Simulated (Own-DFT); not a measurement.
# What a defect does to the pressure of its cell: D0_22 TiAl3

Calculated, not measured: single-point runs of Own-DFT, a retired in-house plane-wave DFT program that no person has reviewed, on unrelaxed cells, without spin or spin-orbit coupling.

All runs used: PBE; PseudoDojo norm-conserving scalar-relativistic files; cutoff 42 hartree; 4 x 4 x 4 k mesh centred on Gamma; cold (Marzari-Vanderbilt) smearing of 0.2 eV.

Known weak points: forces on such cells failed a check on a denser k mesh; stress not checked against mesh or cutoff.

All runs share one cell, with vectors in Å (-2.365, -6.981, 4.326); (-7.667, 3.491, 1.442); (-2.950, -3.488, -7.241) and a volume of 625.4 Å³. The atoms are randomly displaced, by u rms on each axis. The defect's site can differ from row to row.

| cell | formula | u (Å) | P (GPa) |
|---|---|---|---|
| no defect | Al30Ti10 | 0.0216 | 1.99 |
| no defect | Al30Ti10 | 0.0469 | 2.53 |
| no defect | Al30Ti10 | 0.0492 | 2.71 |
| two Al vacancies | Al28Ti10 | 0.0274 | 1.20 |
| two Al vacancies | Al28Ti10 | 0.0310 | 1.19 |
| two Al vacancies | Al28Ti10 | 0.0534 | 1.62 |
| two Ti on an Al site each | Al28Ti12 | 0.0301 | 3.11 |
| two Ti on an Al site each | Al28Ti12 | 0.0518 | 3.89 |
| two Ti on an Al site each | Al28Ti12 | 0.0595 | 3.87 |
| two Al on a Ti site each | Al32Ti8 | 0.0287 | 2.89 |
| two Al on a Ti site each | Al32Ti8 | 0.0498 | 3.42 |
| two Al on a Ti site each | Al32Ti8 | 0.0517 | 3.36 |
| one Ti vacancy | Al30Ti9 | 0.0285 | 1.87 |
| one Ti vacancy | Al30Ti9 | 0.0286 | 1.83 |
| one Ti vacancy | Al30Ti9 | 0.0485 | ? |
| one Ti vacancy | Al30Ti9 | 0.0517 | 2.34 |

## Analysis

P = P0 + c u² + a shift for each defect gives P0 = 1.93 GPa, c = 283 ± 27 GPa/Å² and a scatter of 0.10 GPa. The shifts, and each times the cell's volume:

- two Ti on an Al site each: 1.02 ± 0.08 GPa, 4.0 eV (2.0 eV for each of its 2 sites)
- two Al on a Ti site each: 0.73 ± 0.08 GPa, 2.9 eV (1.4 eV for each of its 2 sites)
- one Ti vacancy: -0.32 ± 0.08 GPa, -1.3 eV
- two Al vacancies: -1.02 ± 0.08 GPa, -4.0 eV (-2.0 eV for each of its 2 sites)

Against the defect-free cell, a freed cell would be larger where the shift is positive and smaller where it is negative (160.2 GPa Å³ is 1 eV). The atoms around the defects weren't relaxed, which would change these numbers.

## Withheld run

Asked: what pressure belongs in the blank (one Ti vacancy, u = 0.0485 Å)?

Estimate: 2.27 ± 0.11 GPa. The calculation gave 2.12 GPa.
